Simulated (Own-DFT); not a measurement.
Simulation results for GaP (zincblende, strongly disordered by large displacements)

Computed with Own-DFT development build. A calculation, not a measurement: plane-wave PBE density functional theory by an unreviewed code, no spin, of a simulated periodic cell, stress positive in tension, free energy of the whole cell less one offset for each atom, forces on such cells passed a denser k mesh, this cell's mesh not checked; broken bonds can close the gap or carry spin, so checks made on this kind of crystal may not hold here; offsets are fitted by least squares, one for each functional and potential file, so energies compare only between cells with the same atoms and settings and are not formation energies; the far tail of each file's local potential was reset to the Coulomb form; each entry is a single point on an unrelaxed cell, so the pressure reflects the starting lattice, mostly measured values (interpolated for alloys), from which strain is counted, and rises with the displacements; printed positions are rounded, which can move forces by about a meV/angstrom; the program, named Own-DFT, is a retired in-house code; no spin-orbit coupling.

GaP (zincblende, strongly disordered by large displacements)

```xyz
64
Lattice="10.9010 0.0000 0.0000 0.0000 10.9010 0.0000 0.0000 0.0000 10.9010" Properties=species:S:1:pos:R:3 GaP
Ga    10.5011     0.8217     0.4569
Ga    10.1222     2.2076     2.4475
Ga     2.4516    10.6226     1.6766
Ga     3.0053     2.6165     0.5458
P      1.5346     1.4103     1.1999
P      1.4977     3.7481     3.7427
P      3.6385     1.4963     4.2369
P      4.1835     3.7207     1.7405
Ga     0.1570    10.6142     5.6142
Ga     0.0886     2.2755     8.2226
Ga     2.7251     0.4177     8.4897
Ga     3.2500     2.8035     5.7118
P      1.6480     1.1897     6.6471
P      0.9013     4.1798     9.4582
P      4.4011     1.3725     9.1582
P      3.8753     4.4739     6.7724
Ga    10.6986     5.4279    10.5803
Ga     0.1943     7.8823     2.6027
Ga     3.0234     5.6543     2.3131
Ga     2.5676     8.6848    10.8970
P      1.9562     6.9375     1.2502
P      1.7540     9.7529     3.7718
P      3.5384     7.1271     3.9907
P      4.0931     9.6314     1.1979
Ga    10.5834     5.7070     5.2714
Ga     0.0345     7.7209     7.7253
Ga     2.9989     4.7362     8.6189
Ga     2.7176     8.0213     5.7349
P      1.5853     6.5315     6.8939
P      1.0838     9.7987     9.1967
P      3.9918     6.5758     9.4394
P      3.6989     9.5097     6.6605
Ga     5.4293    10.2153    10.7175
Ga     5.8666     2.6642     2.3167
Ga     8.0848    10.7948     2.1516
Ga     8.5449     2.9874    10.7206
P      6.6538     1.2661     1.0404
P      7.4972     4.4061     4.3724
P     10.1710     1.3335     4.2554
P      9.7844     4.3543     1.6099
Ga     5.8985    10.6881     5.1819
Ga     5.3424     2.8619     7.7526
Ga     7.9886     9.9598     7.7051
Ga     7.8172     2.7988     5.5422
P      7.6033     1.2564     6.8112
P      7.3960     4.0713     9.4135
P      9.6616     1.6633     9.7746
P      9.7367     3.6572     6.3131
Ga     6.0361     5.4944    10.8911
Ga     5.3224     7.9403     2.4912
Ga     8.1553     4.9888     2.5662
Ga     8.1637     8.6700    10.6453
P      6.8907     7.0926     1.5444
P      7.1082     9.4370     4.1896
P      9.4341     6.1908     3.6966
P     10.1262     9.6541     0.6333
Ga     5.8946     5.7679     5.3832
Ga     5.4069     8.7727     8.5260
Ga     7.5034     5.7723     8.3505
Ga     8.7653     8.0655     5.1935
P      6.7901     6.8992     6.7807
P      6.8733     9.8520     9.3565
P      9.2727     7.1665     9.8683
P      9.4696     9.6501     6.3775
```

Here we set functional PBE, potential files PseudoDojo norm-conserving, scalar-relativistic, standard set, wave cutoff 42 hartree, occupations Fermi-Dirac, smearing width 0.1 eV, hardware one NVIDIA H100 and k mesh 3 x 3 x 3 centred on Gamma.

It finds free energy of cell above offsets 30.292 eV; pressure 15.5 GPa; stress xx -14.18 GPa; stress yy -15.77 GPa; stress zz -16.56 GPa; stress yz -1.57 GPa; stress xz 1.91 GPa; stress xy 1.92 GPa; wall time 607.7 s.

Force:
```csv
element,x (eV/Å),y (eV/Å),z (eV/Å)
Ga,1.206,-0.853,2.548
Ga,0.485,1.636,-2.827
Ga,-2.301,-0.67,3.817
Ga,0.404,0.005,-5.369
P,-3.356,2.44,0.876
P,0.451,0.454,0.206
P,2.248,-3.302,-3.684
P,0.755,5.27,1.087
Ga,4.86,2.268,-2.652
Ga,1.177,1.648,-2.81
Ga,-2.807,-2.708,-1.698
Ga,-2.873,0.34,0.501
P,-0.916,1.189,0.788
P,3.614,-3.464,-2.601
P,2.254,1.196,3.421
P,3.353,1.631,-2.067
Ga,-1.671,3.642,3.121
Ga,0.28,0.847,0.075
Ga,1.855,-4.573,3.705
Ga,-1.742,-1.674,-3.67
P,-5.175,2.006,-3.434
P,-1.477,-1.286,1.075
P,3.544,-1.447,-1.923
P,3.632,-3.464,2.967
Ga,4.016,-2.853,4.559
Ga,-2.148,2.667,2.231
Ga,-2.354,0.802,3.266
Ga,-2.31,-1.214,-1.159
P,-0.344,-2.573,-1.245
P,0.53,-1.143,1.144
P,1.817,1.788,1.598
P,4.307,4.385,3.188
Ga,-0.404,4.609,0.29
Ga,0.869,0.636,3.921
Ga,1.151,-1.076,1.222
Ga,-1.299,1.707,5.164
P,1.712,-1.52,-2.653
P,-3.837,1.047,1.308
P,-1.304,-0.327,3.57
P,3.742,-2.366,-3.388
Ga,-3.888,3.701,3.172
Ga,2.03,-0.18,0.101
Ga,-0.424,1.883,-1.506
Ga,1.269,-1.132,-0.565
P,-2.799,-2.935,2.445
P,-4.481,-1.607,-0.561
P,-1.043,-3.062,-5.757
P,1.828,0.387,0.999
Ga,-1.625,0.077,-0.424
Ga,-3.67,2.517,3.689
Ga,-5.459,1.716,-4.016
Ga,-0.93,1.864,3.633
P,3.9,-2.414,-2.825
P,2.005,-3.145,-4.542
P,1.021,6.504,-1.155
P,-0.751,-2.995,1.574
Ga,-3.776,-2.234,-3.581
Ga,-5.708,-4.949,-4.471
Ga,2.705,2.378,0.303
Ga,-1.98,-3.021,-1.977
P,1.721,5.64,1.283
P,3.784,2.093,2.376
P,2.72,-4.494,-4.134
P,1.605,-2.295,1.472
```
